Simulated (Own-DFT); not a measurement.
# Reading a pressure off an energy slope: corundum Al2O3, 78 atoms (Al32O46), with two O vacancies

These are calculations. Each geometry was run twice at fixed positions with Own-DFT, a retired in-house plane-wave program that no person has reviewed: with PBE, and with HSE06 (exact exchange share 0.25 at short range, screening 0.11 per bohr, Gygi-Baldereschi treatment of its divergence). Both used PseudoDojo norm-conserving files made for PBE, a cutoff of 48 hartree, the Gamma point alone, fixed occupations, a neutral cell and no spin. One k point on a cell 7.9 Å thick isn't converged, and results move with the size of the cell. The oxygen file's force components were 24 meV/Å off all-electron values in a glass.

Unstrained cell vectors in Å: (5.494, 0.000, 8.660); (-2.747, 4.758, 8.660); (-2.747, -4.758, 8.660), volume V0 = 679.1 Å³, from measured lattice constants. Each geometry has its own random strain of a few per cent, its own defect sites and random moves of rms u per axis. HSE06 gave the energy alone. D is its energy less that of PBE, over the lowest D shown. The PBE stress wasn't checked against mesh or cutoff.

```
run,V - V0 (Å³),u (Å),P with PBE (GPa),D (eV)
1,-3.4,0.0432,10.08,1.153
2,9.5,0.0298,3.90,1.546
3,-30.7,0.0348,20.33,0.000
4,2.0,0.0303,6.40,1.231
5,16.5,0.0500,2.83,2.000
6,24.7,0.0528,1.11,2.270
7,3.5,0.0272,5.71,1.338
8,10.9,0.0297,3.46,1.580
9,3.7,0.0477,7.71,1.448
10,-9.9,0.0301,11.69,0.789
11,-26.0,0.0314,17.77,0.161
12,13.5,0.0513,4.21,1.852
13,-7.8,0.0465,12.31,?
```

## Working it out

D = 1.10 + 0.0390 (V - V0) + 89 u² eV, with an error of 0.0006 on the volume slope, 11 on the last term and a scatter of 0.03 eV. Pressure is -dE/dV, and 1 eV/Å³ is 160.2 GPa, so HSE06 changes the pressure by -6.2 ± 0.1 GPa. With the ions held to the strained lattice, the PBE pressure falls by 267 ± 6 GPa per unit of volume strain; the shape of the strain isn't fitted, so the true error is larger, and a relaxed crystal would be softer. On that slope HSE06's volume at a given pressure is about 2.3 % smaller, or 0.8 % in lengths. At u = 0 and V0 the PBE pressure is 6.3 GPa, which puts the zero-pressure volume, against the measured cell and with the defects in, at +2.4 % for PBE and +0.0 % for HSE06, each good to a few tenths of a per cent.

## Prediction

Asked: what D should run 13 give?

The fitted form gives 0.99 eV, with rows scattering by 0.03. The hidden result is 0.989 eV.
